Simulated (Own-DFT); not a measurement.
# Point defects and the pressure they add: C11b WSi2

The numbers are computed, not measured, by runs of the plane-wave DFT program Own-DFT (in-house, retired, unreviewed) at fixed positions, with no spin and no spin-orbit coupling.

All runs used: PBE; PseudoDojo norm-conserving scalar-relativistic files; cutoff 50 hartree; 5 x 5 x 5 k mesh centred on Gamma; cold (Marzari-Vanderbilt) smearing of 0.2 eV.

Caveats: forces on such cells failed a check on a denser k mesh; stress not checked against mesh or cutoff.

All runs share one cell, with vectors in Å (-2.148, -5.953, 3.409); (-6.444, 2.976, 1.136); (-2.553, -2.948, -6.757) and a volume of 403.2 Å³. u is the rms random offset of the atoms per axis. The defect's site can differ from row to row.

| cell | formula | u (Å) | P (GPa) |
|---|---|---|---|
| no defect | Si20W10 | 0.0187 | 4.33 |
| no defect | Si20W10 | 0.0496 | 5.91 |
| no defect | Si20W10 | 0.0564 | 6.67 |
| one W on a Si site | Si19W11 | 0.0269 | 9.80 |
| one W on a Si site | Si19W11 | 0.0337 | 10.02 |
| one W on a Si site | Si19W11 | 0.0469 | 10.61 |
| one W on a Si site | Si19W11 | 0.0496 | ? |
| one Si vacancy | Si19W10 | 0.0276 | 3.34 |
| one Si vacancy | Si19W10 | 0.0471 | 3.96 |
| one Si vacancy | Si19W10 | 0.0491 | 4.43 |
| one Si on a W site | Si21W9 | 0.0275 | 6.37 |
| one Si on a W site | Si21W9 | 0.0341 | 6.30 |
| one Si on a W site | Si21W9 | 0.0506 | 7.03 |
| one W vacancy | Si20W9 | 0.0313 | 3.45 |
| one W vacancy | Si20W9 | 0.0461 | 4.08 |
| one W vacancy | Si20W9 | 0.0467 | 3.95 |

## Working it out

P = P0 + c u² + a shift for each defect gives P0 = 4.37 GPa, c = 633 ± 66 GPa/Å² and a scatter of 0.21 GPa. The shifts, and each times the cell's volume:

- one W on a Si site: 4.91 ± 0.18 GPa, 12.4 eV
- one Si on a W site: 1.25 ± 0.17 GPa, 3.1 eV
- one Si vacancy: -1.60 ± 0.17 GPa, -4.0 eV
- one W vacancy: -1.66 ± 0.17 GPa, -4.2 eV

A positive shift means that the defect pushes the cell outwards. Shift times volume (160.2 GPa Å³ is 1 eV) depends little on the cell's size, so, taken for each site, it can be compared between cells at like pressure. The atoms around the defects weren't relaxed, which would change these numbers.

## Test on the hidden row

Question: what pressure belongs in the blank (one W on a Si site, u = 0.0496 Å)?

From the fit: 10.85 ± 0.25 GPa. The calculation gave 10.74 GPa.
